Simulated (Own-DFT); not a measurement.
# Computed records: GaN (wurtzite, strained, atoms displaced)

A calculation, not a measurement: plane-wave PBE density functional theory by an unreviewed code, no spin, of a simulated periodic cell, stress positive in tension, free energy of the whole cell less one offset for each atom, forces on such cells passed a denser k mesh, this cell's mesh not checked; offsets are fitted by least squares, one for each functional and potential file, so energies compare only between cells with the same atoms and settings and are not formation energies; the far tail of each file's local potential was reset to the Coulomb form; each entry is a single point on an unrelaxed cell, so the pressure reflects the starting lattice, mostly measured values (interpolated for alloys), from which strain is counted, and rises with the displacements; printed positions are rounded, which can move forces by about a meV/angstrom; the program, named Own-DFT, is a retired in-house code; no spin-orbit coupling. Program: Own-DFT development build.

Settings shared by all entries: functional PBE; potential files PseudoDojo norm-conserving, scalar-relativistic, standard set with the stringent files for Ga; wave cutoff 96 hartree; occupations Gaussian; smearing width 0.01 eV; k mesh 3 x 4 x 3 centred on Gamma.

(1) GaN (wurtzite, strained, atoms displaced)

```
cell vectors (Å)
  12.7560     0.0000     0.0000
  -4.7835     8.2853     0.0000
   0.0000     0.0000    10.4218
atoms (fractions of the cell vectors)
Ga  0.07574  0.22015  0.99646
Ga  0.16899  0.11450  0.24796
N   0.08973  0.23198  0.19171
N   0.16624  0.10760  0.42204
Ga  0.08442  0.22570  0.49428
Ga  0.16559  0.11076  0.74609
N   0.08851  0.22385  0.68533
N   0.17243  0.11023  0.93980
Ga  0.08301  0.55169  0.99658
Ga  0.16345  0.44418  0.25673
N   0.08702  0.56171  0.19080
N   0.16683  0.43743  0.43835
Ga  0.07864  0.54638  0.49908
Ga  0.15784  0.43047  0.75133
N   0.08498  0.55860  0.68734
N   0.17037  0.44339  0.94241
Ga  0.08867  0.88622  0.99611
Ga  0.16322  0.77592  0.25009
N   0.07641  0.88443  0.18670
N   0.16575  0.78109  0.43913
Ga  0.07799  0.88475  0.50087
Ga  0.16774  0.78172  0.75586
N   0.09040  0.90113  0.68264
N   0.16668  0.78723  0.93285
Ga  0.33166  0.22463  0.00245
Ga  0.42063  0.11716  0.23826
N   0.32920  0.22674  0.18463
N   0.41825  0.10589  0.44024
Ga  0.33822  0.21743  0.49686
Ga  0.41750  0.11644  0.74732
N   0.33640  0.22399  0.68710
N   0.41890  0.11419  0.94803
Ga  0.33008  0.54342  0.99656
Ga  0.41916  0.45137  0.24489
N   0.33387  0.55134  0.18756
N   0.41966  0.44525  0.43709
Ga  0.33130  0.56253  0.49932
Ga  0.41490  0.44205  0.74310
N   0.33001  0.54879  0.68694
N   0.41523  0.44709  0.93167
Ga  0.33777  0.88662  0.00189
Ga  0.42298  0.79133  0.24704
N   0.32801  0.88490  0.18374
N   0.41021  0.77708  0.43945
Ga  0.34229  0.89023  0.50938
Ga  0.42058  0.78176  0.76095
N   0.33010  0.88984  0.68241
N   0.41902  0.76836  0.93460
Ga  0.58085  0.21764  0.99422
Ga  0.67007  0.11145  0.24774
N   0.57742  0.21439  0.18919
N   0.67583  0.11482  0.43834
Ga  0.58138  0.22260  0.50377
Ga  0.66432  0.11097  0.74464
N   0.58128  0.21767  0.69384
N   0.66409  0.11020  0.93700
Ga  0.58200  0.56553  0.99283
Ga  0.66709  0.44120  0.24975
N   0.58865  0.56137  0.18737
N   0.67030  0.45437  0.44405
Ga  0.57630  0.55031  0.50049
Ga  0.66868  0.45005  0.75441
N   0.58637  0.55522  0.69272
N   0.66502  0.44933  0.93987
Ga  0.58955  0.89152  0.99514
Ga  0.67068  0.78299  0.24996
N   0.58938  0.88832  0.18927
N   0.66217  0.77076  0.45331
Ga  0.58778  0.88974  0.49538
Ga  0.66779  0.77355  0.75319
N   0.57795  0.88692  0.68768
N   0.66467  0.77518  0.93882
Ga  0.83736  0.22419  0.00438
Ga  0.91764  0.11009  0.24152
N   0.84153  0.22986  0.19315
N   0.91431  0.10893  0.44619
Ga  0.82901  0.21495  0.49878
Ga  0.92054  0.10888  0.73924
N   0.84136  0.22865  0.69330
N   0.91605  0.11246  0.94161
Ga  0.82933  0.55026  0.00184
Ga  0.91640  0.44622  0.24802
N   0.82709  0.55606  0.19376
N   0.92297  0.44788  0.44041
Ga  0.83175  0.55678  0.50838
Ga  0.91212  0.45291  0.74436
N   0.84329  0.55723  0.69677
N   0.91851  0.44147  0.93489
Ga  0.83438  0.88769  0.99443
Ga  0.91013  0.76824  0.24644
N   0.83529  0.88606  0.19445
N   0.92375  0.77128  0.43454
Ga  0.82909  0.88914  0.50981
Ga  0.91247  0.77472  0.75861
N   0.83315  0.88993  0.69666
N   0.90992  0.76025  0.94823
```

```
free energy of cell above offsets : -4.639 eV
pressure                          : 6.27 GPa
stress xx                         : -7.46 GPa
stress yy                         : -7.25 GPa
stress zz                         : -4.11 GPa
stress yz                         : -0.24 GPa
stress xz                         : -0.49 GPa
stress xy                         : 0.21 GPa
```

Force:
| element | x (eV/Å) | y (eV/Å) | z (eV/Å) |
| --- | --- | --- | --- |
| Ga | 2.337 | 0.264 | 1.239 |
| Ga | -0.61 | -0.996 | -1.346 |
| N | -1.034 | -1.29 | -1.093 |
| N | 0.053 | 0.412 | 3.561 |
| Ga | 0.871 | -1.645 | 0.046 |
| Ga | 1.056 | 0.635 | 0.89 |
| N | -0.699 | -1.117 | -0.393 |
| N | -2.006 | -0.09 | -0.874 |
| Ga | 0.07 | 0.856 | 0.533 |
| Ga | 0.823 | 0.865 | -1.067 |
| N | -0.484 | -1.165 | -1.004 |
| N | -0.558 | 1.357 | 0.222 |
| Ga | 1.203 | 2.122 | 0.488 |
| Ga | 0.333 | 2.552 | 0.01 |
| N | -0.104 | -0.391 | 0.605 |
| N | -1.55 | -0.577 | -1.079 |
| Ga | -2.116 | 0.839 | 1.649 |
| Ga | -0.336 | 0.979 | 0.998 |
| N | 0.673 | 0.409 | -0.602 |
| N | 1.106 | -0.611 | 0.097 |
| Ga | 1.578 | 0.992 | -0.882 |
| Ga | 0.051 | -0.271 | -2.371 |
| N | -1.025 | -1.842 | 1.288 |
| N | 2.357 | -1.842 | 1.001 |
| Ga | 0.719 | 0.381 | -0.588 |
| Ga | -2.239 | -1.402 | 1.505 |
| N | 1.636 | 0.119 | 0.47 |
| N | 0.396 | 0.538 | -1.075 |
| Ga | -1.567 | 0.184 | -0.385 |
| Ga | -0.26 | -1.179 | 1.095 |
| N | -0.443 | -0.302 | -0.469 |
| N | -0.763 | -0.776 | -1.546 |
| Ga | 0.136 | 1.212 | 1.178 |
| Ga | 0.557 | -0.399 | 0.794 |
| N | -1.01 | 1.419 | -0.141 |
| N | -1.216 | -0.492 | -0.255 |
| Ga | 0.904 | -1.216 | 0.398 |
| Ga | -0.113 | 0.441 | 0.455 |
| N | -0.433 | 0.863 | 0.245 |
| N | 1.046 | -0.73 | 0.154 |
| Ga | -0.498 | -0.045 | -0.825 |
| Ga | -0.576 | -1.779 | 0.309 |
| N | 0.725 | 0.75 | 0.516 |
| N | 2.226 | 0.485 | -1.232 |
| Ga | -2.51 | -0.238 | -2.036 |
| Ga | -1.152 | -0.994 | -2.882 |
| N | 0.884 | 0.251 | 3.143 |
| N | -0.541 | 0.781 | 2.318 |
| Ga | 0.302 | 1.169 | 0.765 |
| Ga | -0.181 | 0.34 | 0.308 |
| N | 2.282 | 1.371 | -0.681 |
| N | -2.626 | -0.956 | -0.63 |
| Ga | 0.669 | 0.4 | -0.492 |
| Ga | 1.45 | -0.196 | 0.674 |
| N | 0.125 | 1.496 | -0.722 |
| N | 1.034 | 0.306 | 0.081 |
| Ga | 0.252 | -2.233 | 1.459 |
| Ga | -1.222 | -0.128 | 0.617 |
| N | -0.274 | -0.367 | -0.274 |
| N | -0.003 | -1.484 | -0.371 |
| Ga | 0.862 | 0.222 | 0.639 |
| Ga | 0.446 | -0.885 | -0.154 |
| N | -0.343 | 0.002 | -0.544 |
| N | 0.207 | -0.729 | 0.05 |
| Ga | -1.044 | -0.141 | 0.658 |
| Ga | 0.478 | -1.133 | 1.02 |
| N | -0.814 | 0.778 | -0.563 |
| N | 0.793 | 0.745 | -1.787 |
| Ga | -1.576 | -0.139 | 0.906 |
| Ga | -1.394 | 0.53 | -0.659 |
| N | 1.399 | 0.253 | -0.118 |
| N | 0.796 | 1.615 | -0.539 |
| Ga | -1.02 | 0.079 | -0.777 |
| Ga | 1.073 | 0.06 | 1.596 |
| N | -1.041 | -0.948 | -0.875 |
| N | 0.466 | -0.363 | -0.978 |
| Ga | 1.662 | 2.202 | 1.039 |
| Ga | -0.599 | 1.3 | 1.268 |
| N | -1.157 | -0.827 | -0.784 |
| N | -0.15 | -1.086 | -1.081 |
| Ga | 0.448 | -1.404 | 0.712 |
| Ga | 0.267 | 1.175 | 1.059 |
| N | 1.422 | -1.543 | -1.291 |
| N | -2.186 | -1.484 | -0.545 |
| Ga | 1.144 | 0.202 | -1.008 |
| Ga | 5.264 | -2.66 | 1.785 |
| N | -5.138 | 2.003 | -1.777 |
| N | -0.714 | 0.221 | 0.607 |
| Ga | 0.191 | -0.254 | 1.203 |
| Ga | 1.081 | 1.473 | 1.1 |
| N | -0.862 | 0.704 | -1.329 |
| N | -2.871 | -0.106 | 0.669 |
| Ga | 1.339 | -0.587 | -1.362 |
| Ga | 1.399 | 0.796 | -0.249 |
| N | 0.34 | -0.871 | -0.239 |
| N | 0.126 | 2.766 | -1.446 |

(2) GaN (wurtzite, strained, atoms displaced)

```
cell vectors (Å)
  12.7560     0.0000     0.0000
  -4.7835     8.2853     0.0000
   0.0000     0.0000    10.4218
atoms (fractions of the cell vectors)
Ga  0.08149  0.22288  0.98353
Ga  0.16138  0.10404  0.25319
N   0.08974  0.22523  0.19038
N   0.16822  0.11730  0.44037
Ga  0.09365  0.22501  0.48766
Ga  0.16826  0.11599  0.75716
N   0.07779  0.22049  0.68990
N   0.17484  0.12163  0.94140
Ga  0.07778  0.54213  0.99704
Ga  0.17202  0.44510  0.24425
N   0.07694  0.55691  0.18093
N   0.16562  0.44220  0.44109
Ga  0.09141  0.56292  0.50516
Ga  0.16769  0.44137  0.74433
N   0.08784  0.56244  0.69080
N   0.17179  0.44606  0.93646
Ga  0.08034  0.88748  0.99998
Ga  0.16890  0.77997  0.24347
N   0.08450  0.89627  0.19215
N   0.16211  0.77221  0.44099
Ga  0.08504  0.88865  0.50774
Ga  0.16444  0.76969  0.75190
N   0.08661  0.88774  0.69182
N   0.17576  0.78208  0.93739
Ga  0.34335  0.23644  0.00182
Ga  0.41777  0.10895  0.25763
N   0.33793  0.22185  0.18917
N   0.41348  0.10423  0.44148
Ga  0.32974  0.22216  0.49464
Ga  0.41569  0.11249  0.74219
N   0.32754  0.22925  0.68888
N   0.41576  0.11029  0.93663
Ga  0.32722  0.55116  0.00258
Ga  0.41370  0.44120  0.25029
N   0.32954  0.55326  0.19053
N   0.41619  0.44030  0.44427
Ga  0.33588  0.55812  0.49851
Ga  0.40813  0.44147  0.74184
N   0.33749  0.55544  0.68439
N   0.41159  0.43267  0.93681
Ga  0.33379  0.89369  0.00176
Ga  0.41378  0.78089  0.24927
N   0.33191  0.88690  0.18064
N   0.42501  0.77769  0.44131
Ga  0.32745  0.89017  0.49572
Ga  0.41831  0.77971  0.75128
N   0.32900  0.88495  0.68468
N   0.40939  0.77994  0.94007
Ga  0.58261  0.22085  0.98850
Ga  0.66959  0.12177  0.25009
N   0.57767  0.21100  0.19158
N   0.67176  0.11466  0.43753
Ga  0.58415  0.21729  0.49869
Ga  0.66214  0.10316  0.74450
N   0.58834  0.22482  0.68500
N   0.66689  0.11166  0.93677
Ga  0.57109  0.54177  0.00059
Ga  0.66295  0.44691  0.24587
N   0.58119  0.55640  0.18961
N   0.66448  0.44423  0.43614
Ga  0.57763  0.55277  0.50002
Ga  0.67783  0.45581  0.75317
N   0.58204  0.55513  0.68402
N   0.67277  0.44503  0.94586
Ga  0.58534  0.89910  0.99709
Ga  0.66029  0.77431  0.24571
N   0.58634  0.89804  0.19230
N   0.66551  0.78225  0.44303
Ga  0.58659  0.88216  0.50040
Ga  0.66577  0.77111  0.74560
N   0.58527  0.89048  0.68098
N   0.66692  0.78029  0.94080
Ga  0.83616  0.22457  0.00213
Ga  0.91896  0.11214  0.25141
N   0.84036  0.22239  0.19079
N   0.91925  0.11798  0.43130
Ga  0.83153  0.21512  0.49626
Ga  0.91752  0.11991  0.74969
N   0.83825  0.23285  0.69541
N   0.91130  0.09541  0.94109
Ga  0.83554  0.55648  0.99890
Ga  0.91852  0.45280  0.25209
N   0.82685  0.55061  0.18424
N   0.90910  0.44707  0.43090
Ga  0.82990  0.54569  0.49636
Ga  0.92121  0.44380  0.75504
N   0.83287  0.55677  0.68921
N   0.91511  0.44190  0.94172
Ga  0.82916  0.89464  0.00729
Ga  0.92456  0.78923  0.25698
N   0.82994  0.89260  0.19099
N   0.91715  0.77338  0.44116
Ga  0.82489  0.87956  0.50652
Ga  0.91954  0.77827  0.75464
N   0.83186  0.87898  0.68431
N   0.91831  0.78312  0.93906
```

```
free energy of cell above offsets : -5.287 eV
pressure                          : 6.15 GPa
stress xx                         : -6.81 GPa
stress yy                         : -7.29 GPa
stress zz                         : -4.36 GPa
stress yz                         : -0.01 GPa
stress xz                         : 0.01 GPa
stress xy                         : -0.37 GPa
```

Force:
| element | x (eV/Å) | y (eV/Å) | z (eV/Å) |
| --- | --- | --- | --- |
| Ga | 0.613 | -0.654 | 2.05 |
| Ga | 0.901 | 2.025 | -0.582 |
| N | -0.751 | -0.372 | -0.935 |
| N | 1.44 | -2.262 | -0.767 |
| Ga | -3.469 | -0.052 | 1.906 |
| Ga | -0.352 | -0.866 | -0.55 |
| N | 1.25 | 0.209 | -0.643 |
| N | -0.356 | -1.08 | 0.137 |
| Ga | 0.53 | 2.006 | 0.179 |
| Ga | -2.402 | -0.506 | 1.014 |
| N | 1.594 | 0.197 | 0.759 |
| N | 0.357 | 1.369 | -0.74 |
| Ga | -1.295 | -1.792 | -0.661 |
| Ga | 0.079 | 0.584 | 0.154 |
| N | 0.03 | -1.935 | -0.283 |
| N | -1.475 | -0.634 | -0.845 |
| Ga | 1.129 | 0.757 | -0.132 |
| Ga | -0.598 | -0.611 | 0.448 |
| N | 0.711 | -1.36 | -0.921 |
| N | 0.242 | 1.143 | -1.365 |
| Ga | -0.829 | -0.131 | -0.391 |
| Ga | 0.274 | 2.113 | 0.732 |
| N | -0.403 | 0.524 | 0.294 |
| N | -2.176 | -1.226 | 0.337 |
| Ga | -0.266 | -3.896 | 0.928 |
| Ga | -0.303 | -0.094 | -1.15 |
| N | -0.654 | -0.28 | 0.505 |
| N | -0.226 | 1.069 | -0.038 |
| Ga | 1.054 | -0.17 | 1.238 |
| Ga | -0.104 | 0.046 | 0.515 |
| N | 1.297 | -1.527 | -1.098 |
| N | -0.033 | 0.67 | -0.671 |
| Ga | 1.415 | 1.167 | -0.146 |
| Ga | 0.19 | 0.047 | 0.54 |
| N | 1.417 | 1.017 | -0.522 |
| N | -0.779 | 0.318 | -1.416 |
| Ga | -0.219 | -0.09 | -0.168 |
| Ga | 2.212 | 0.582 | 1.228 |
| N | -1.746 | 0.901 | 0.273 |
| N | -0.848 | 3.456 | -1.215 |
| Ga | 0.023 | 0.313 | -0.9 |
| Ga | 1.235 | 0.09 | 0.297 |
| N | -0.159 | 0.424 | 2.002 |
| N | -2.055 | 0.043 | -0.963 |
| Ga | 1.499 | -1.194 | 0.984 |
| Ga | -0.421 | 0.04 | -0.276 |
| N | 0.539 | 0.437 | 0.015 |
| N | 1.912 | -0.661 | -0.331 |
| Ga | -0.041 | -0.233 | 1.445 |
| Ga | 1.24 | -0.634 | 0.112 |
| N | -0.3 | 1.67 | -1.09 |
| N | -0.817 | -1.018 | 0.177 |
| Ga | -0.113 | 0.709 | -0.049 |
| Ga | 0.594 | 1.328 | 0.602 |
| N | -0.86 | 0.131 | 0.534 |
| N | 0.442 | 0.633 | -0.625 |
| Ga | 1.484 | 1.937 | -0.21 |
| Ga | 0.768 | -0.91 | 0.447 |
| N | -0.758 | -0.441 | -0.449 |
| N | -0.517 | -0.292 | -0.03 |
| Ga | 1.46 | 0.355 | -0.169 |
| Ga | -1.73 | -1.406 | -0.009 |
| N | 0.008 | -0.806 | 1.031 |
| N | -1.583 | 0.036 | -1.218 |
| Ga | -0.126 | -1.607 | 0.868 |
| Ga | 0.374 | 1.115 | 0.814 |
| N | -0.583 | -0.786 | -0.77 |
| N | 1.272 | -1.894 | -1.627 |
| Ga | -1.595 | 1.901 | -0.435 |
| Ga | -0.171 | 0.711 | 1.026 |
| N | 0.015 | -0.797 | 1.415 |
| N | -0.66 | -1.048 | -0.532 |
| Ga | -0.263 | -1.01 | 0.446 |
| Ga | 0.233 | 0.213 | -0.603 |
| N | -1.336 | 0.763 | -0.673 |
| N | 0.888 | -1.02 | 1.815 |
| Ga | 0.518 | 1.693 | 0.525 |
| Ga | -0.133 | -1.953 | 0.044 |
| N | -0.53 | -1.625 | -1.356 |
| N | -0.232 | 3.279 | -1.293 |
| Ga | -0.088 | 0.842 | 0.83 |
| Ga | -0.462 | -0.923 | -0.898 |
| N | 0.597 | 1.196 | 0.528 |
| N | 2.619 | -0.855 | 1.514 |
| Ga | -1.069 | 1.185 | 0.811 |
| Ga | -1.009 | 1.036 | -0.524 |
| N | 1.738 | 0.31 | -0.248 |
| N | 0.285 | 0.057 | -0.804 |
| Ga | 0.695 | -2.429 | 0.101 |
| Ga | -1.583 | -1.552 | -0.548 |
| N | 0.845 | -0.693 | 0.397 |
| N | -0.318 | 0.695 | 0.27 |
| Ga | 1.569 | 1.027 | -1.619 |
| Ga | -0.157 | 0.154 | -0.678 |
| N | -0.29 | 1.324 | 1.499 |
| N | -0.341 | -0.522 | 0.382 |
